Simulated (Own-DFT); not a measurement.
Simulation results for GaN (wurtzite, strained, atoms displaced)

A calculation, not a measurement: plane-wave PBE density functional theory by an unreviewed code, no spin, of a simulated periodic cell, stress positive in tension, free energy of the whole cell less one offset for each atom, forces on such cells passed a denser k mesh, this cell's mesh not checked; offsets are fitted by least squares, one for each functional and potential file, so energies compare only between cells with the same atoms and settings and are not formation energies; the far tail of each file's local potential was reset to the Coulomb form; each entry is a single point on an unrelaxed cell, so the pressure reflects the starting lattice, mostly measured values (interpolated for alloys), from which strain is counted, and rises with the displacements; printed positions are rounded, which can move forces by about a meV/angstrom; the program, named Own-DFT, is a retired in-house code; no spin-orbit coupling. Program: Own-DFT development build.

```yaml
- formula: GaN
  kind: "wurtzite, strained, atoms displaced"
  structure:
    cell_angstrom:
      - [12.756, 0.0, -0.1913]
      - [-4.7835, 8.2853, 0.0718]
      - [-0.1556, 0.0, 10.37]
    atoms_fractional:
      - [Ga, 0.08757, 0.2348, 0.99421]
      - [Ga, 0.1713, 0.10523, 0.2484]
      - ["N", 0.07696, 0.2186, 0.19744]
      - ["N", 0.16854, 0.11195, 0.43857]
      - [Ga, 0.0805, 0.22866, 0.50204]
      - [Ga, 0.17329, 0.11589, 0.75155]
      - ["N", 0.08372, 0.22181, 0.68902]
      - ["N", 0.16654, 0.10624, 0.94386]
      - [Ga, 0.09242, 0.54622, 0.00462]
      - [Ga, 0.16237, 0.43278, 0.24794]
      - ["N", 0.07682, 0.55322, 0.17679]
      - ["N", 0.16722, 0.44108, 0.43429]
      - [Ga, 0.08128, 0.5592, 0.49717]
      - [Ga, 0.16538, 0.44196, 0.74779]
      - ["N", 0.08854, 0.56663, 0.68452]
      - ["N", 0.16804, 0.45636, 0.94014]
      - [Ga, 0.07379, 0.88072, 0.99797]
      - [Ga, 0.16587, 0.7805, 0.25437]
      - ["N", 0.08557, 0.8981, 0.18128]
      - ["N", 0.16607, 0.77271, 0.43051]
      - [Ga, 0.07973, 0.8816, 0.50628]
      - [Ga, 0.16643, 0.77372, 0.75015]
      - ["N", 0.08261, 0.89182, 0.69336]
      - ["N", 0.17193, 0.78136, 0.93285]
      - [Ga, 0.34212, 0.23017, 0.9937]
      - [Ga, 0.41566, 0.11659, 0.25197]
      - ["N", 0.32642, 0.22336, 0.19604]
      - ["N", 0.41766, 0.11216, 0.44269]
      - [Ga, 0.333, 0.22477, 0.49438]
      - [Ga, 0.41746, 0.11005, 0.74187]
      - ["N", 0.33292, 0.22381, 0.68314]
      - ["N", 0.42225, 0.11188, 0.93786]
      - [Ga, 0.34125, 0.55751, 0.00065]
      - [Ga, 0.4176, 0.442, 0.25207]
      - ["N", 0.33124, 0.5506, 0.18592]
      - ["N", 0.41912, 0.44002, 0.43972]
      - [Ga, 0.3327, 0.55875, 0.50569]
      - [Ga, 0.41739, 0.45138, 0.74343]
      - ["N", 0.33831, 0.56215, 0.69531]
      - ["N", 0.42204, 0.45488, 0.93878]
      - [Ga, 0.33605, 0.88559, 0.00204]
      - [Ga, 0.41432, 0.77389, 0.25168]
      - ["N", 0.33357, 0.87679, 0.19068]
      - ["N", 0.41583, 0.76591, 0.43664]
      - [Ga, 0.32707, 0.88075, 0.49167]
      - [Ga, 0.41242, 0.76818, 0.75459]
      - ["N", 0.3374, 0.89222, 0.68577]
      - ["N", 0.41196, 0.7751, 0.94621]
      - [Ga, 0.58576, 0.22962, 0.99864]
      - [Ga, 0.66253, 0.10505, 0.25404]
      - ["N", 0.58255, 0.22667, 0.194]
      - ["N", 0.66665, 0.11086, 0.44527]
      - [Ga, 0.58013, 0.22494, 0.49866]
      - [Ga, 0.67157, 0.11864, 0.75926]
      - ["N", 0.58672, 0.22793, 0.6865]
      - ["N", 0.66654, 0.11046, 0.95514]
      - [Ga, 0.58684, 0.55641, 0.99922]
      - [Ga, 0.66035, 0.44503, 0.24344]
      - ["N", 0.57552, 0.53844, 0.18672]
      - ["N", 0.66719, 0.43927, 0.43856]
      - [Ga, 0.58184, 0.55588, 0.49462]
      - [Ga, 0.66932, 0.44335, 0.75152]
      - ["N", 0.58301, 0.55913, 0.69261]
      - ["N", 0.66646, 0.44746, 0.93614]
      - [Ga, 0.58107, 0.88243, 0.00176]
      - [Ga, 0.66595, 0.78485, 0.2487]
      - ["N", 0.57994, 0.89044, 0.18763]
      - ["N", 0.66335, 0.77464, 0.4325]
      - [Ga, 0.57728, 0.88522, 0.51114]
      - [Ga, 0.66196, 0.76975, 0.74041]
      - ["N", 0.58133, 0.8898, 0.69105]
      - ["N", 0.66288, 0.77985, 0.94614]
      - [Ga, 0.8354, 0.2305, 0.99238]
      - [Ga, 0.9162, 0.11257, 0.24492]
      - ["N", 0.83917, 0.223, 0.19542]
      - ["N", 0.9124, 0.10826, 0.43381]
      - [Ga, 0.8391, 0.22336, 0.49716]
      - [Ga, 0.91037, 0.10446, 0.75378]
      - ["N", 0.83617, 0.22346, 0.68149]
      - ["N", 0.91621, 0.11231, 0.93831]
      - [Ga, 0.83751, 0.55331, 0.00185]
      - [Ga, 0.91963, 0.45028, 0.25198]
      - ["N", 0.82861, 0.55233, 0.18987]
      - ["N", 0.9103, 0.44095, 0.43263]
      - [Ga, 0.8313, 0.55086, 0.50399]
      - [Ga, 0.91471, 0.4422, 0.75139]
      - ["N", 0.82746, 0.55442, 0.68271]
      - ["N", 0.91345, 0.43722, 0.94153]
      - [Ga, 0.82964, 0.87827, 0.00474]
      - [Ga, 0.91606, 0.77584, 0.25373]
      - ["N", 0.83736, 0.88883, 0.1871]
      - ["N", 0.92061, 0.77245, 0.4372]
      - [Ga, 0.83595, 0.89701, 0.5081]
      - [Ga, 0.90816, 0.77965, 0.74622]
      - ["N", 0.83161, 0.89135, 0.67928]
      - ["N", 0.91346, 0.78121, 0.94159]
  settings:
    functional: PBE
    potential_files: "PseudoDojo norm-conserving, scalar-relativistic, standard set with the stringent files for Ga"
    "wave_cutoff [hartree]": 96.0
    occupations: Gaussian
    "smearing_width [eV]": 0.01
    k_mesh: "3 x 4 x 3 centred on Gamma"
  results:
    "free_energy_of_cell_above_offsets [eV]": "-4.507"
    "pressure [GPa]": 7.15
    "stress_xx [GPa]": -6.28
    "stress_yy [GPa]": -7.72
    "stress_zz [GPa]": -7.44
    "stress_yz [GPa]": -0.27
    "stress_xz [GPa]": -2.68
    "stress_xy [GPa]": 0.15
    force_element: [Ga, Ga, "N", "N", Ga, Ga, "N", "N", Ga, Ga, "N", "N", Ga, Ga, "N", "N", Ga, Ga, "N", "N", Ga, Ga, "N", "N", Ga, Ga, "N", "N", Ga, Ga, "N", "N", Ga, Ga, "N", "N", Ga, Ga, "N", "N", Ga, Ga, "N", "N", Ga, Ga, "N", "N", Ga, Ga, "N", "N", Ga, Ga, "N", "N", Ga, Ga, "N", "N", Ga, Ga, "N", "N", Ga, Ga, "N", "N", Ga, Ga, "N", "N", Ga, Ga, "N", "N", Ga, Ga, "N", "N", Ga, Ga, "N", "N", Ga, Ga, "N", "N", Ga, Ga, "N", "N", Ga, Ga, "N", "N"]
    "force_x [eV/angstrom]": [0.462, -2.595, 1.701, -0.897, 0.991, -0.512, -0.493, -0.196, -3.918, -0.027, 0.77, -0.674, 0.335, -0.233, -0.389, 3.534, 2.261, 0.116, 0.065, -0.968, 0.529, 0.07, -0.254, -0.924, -0.672, 0.537, 2.199, -0.778, 0.108, 0.163, 0.359, -0.807, -1.084, -0.992, -0.009, -1.323, 0.479, 1.238, -1.454, 0.116, -1.253, 1.056, -1.84, -0.872, 1.45, -0.248, -0.361, 1.267, 0.251, 0.531, 0.086, -0.332, 1.578, -0.408, 0.01, -0.288, -0.275, 2.321, -1.203, -0.982, 1.327, -1.044, 0.524, 0.829, -0.711, 0.793, 0.114, 0.226, 0.76, -0.211, 0.092, 1.172, 0.681, 0.363, -2.327, 0.878, -1.357, 0.76, -0.363, 0.023, -0.737, -0.415, 0.246, 1.043, -0.19, 0.362, 1.037, 0.478, -0.777, 0.408, -1.099, -1.334, 0.07, 1.837, -0.71, -0.067]
    "force_y [eV/angstrom]": [-1.818, 0.594, -0.232, -0.817, -1.368, -0.569, -0.021, 1.384, 2.945, 1.477, 0.616, 1.055, -1.185, 0.524, -2.162, -2.089, 0.931, -0.429, -2.171, 0.272, 1.472, 1.855, -0.603, -0.809, -0.998, -0.813, 0.347, -1.026, -0.843, 0.486, 0.623, -0.076, -0.204, 0.232, -0.033, 0.948, -1.369, -1.429, -1.599, -1.177, 0.867, -0.845, 1.823, 1.278, 1.032, 2.8, -1.136, 0.077, -0.673, 1.38, -1.095, -0.517, -0.412, -0.683, -0.604, 0.069, 0.254, -0.436, 2.696, 1.101, -0.061, 0.109, -1.438, 0.23, 0.941, -0.791, -0.642, 0.692, 0.822, 1.898, 0.084, -0.569, -2.545, -0.989, 0.524, 0.168, -0.38, 0.963, 0.078, -0.371, 0.309, -1.075, 0.461, 0.716, 0.104, 0.663, 0.494, 2.521, 1.606, 0.144, -0.387, 0.158, -1.056, -0.337, -0.317, -1.615]
    "force_z [eV/angstrom]": [1.197, 0.909, -2.015, 0.192, -0.729, 0.319, 0.359, -0.753, -0.739, -0.051, 2.969, 0.925, -0.25, 0.242, -0.124, -2.1, -0.263, -2.981, 0.954, 1.665, -0.427, 0.276, -0.205, 1.188, 0.851, -0.229, -1.794, -0.699, 0.579, 0.739, 0.627, -0.345, 0.624, 0.038, 0.554, 0.044, -0.712, 1.012, -1.274, -1.004, 0.239, -0.157, 0.041, 0.478, 1.037, 0.643, -0.432, -1.386, 1.062, 0.158, -0.928, -0.337, 0.162, -0.634, 0.671, -1.95, 0.239, 1.835, -0.6, -0.427, 0.485, -0.395, -1.248, 0.273, 0.254, -0.291, 0.235, 1.333, -1.938, 1.714, 1.4, -1.586, 2.647, 0.625, -1.306, 0.637, -0.562, -0.224, 1.427, 0.111, 0.254, -1.083, -0.428, 1.433, -1.727, -0.373, 1.781, -1.492, -0.217, -0.592, 0.73, 0.851, -4.085, 0.687, 2.976, -1.588]
```
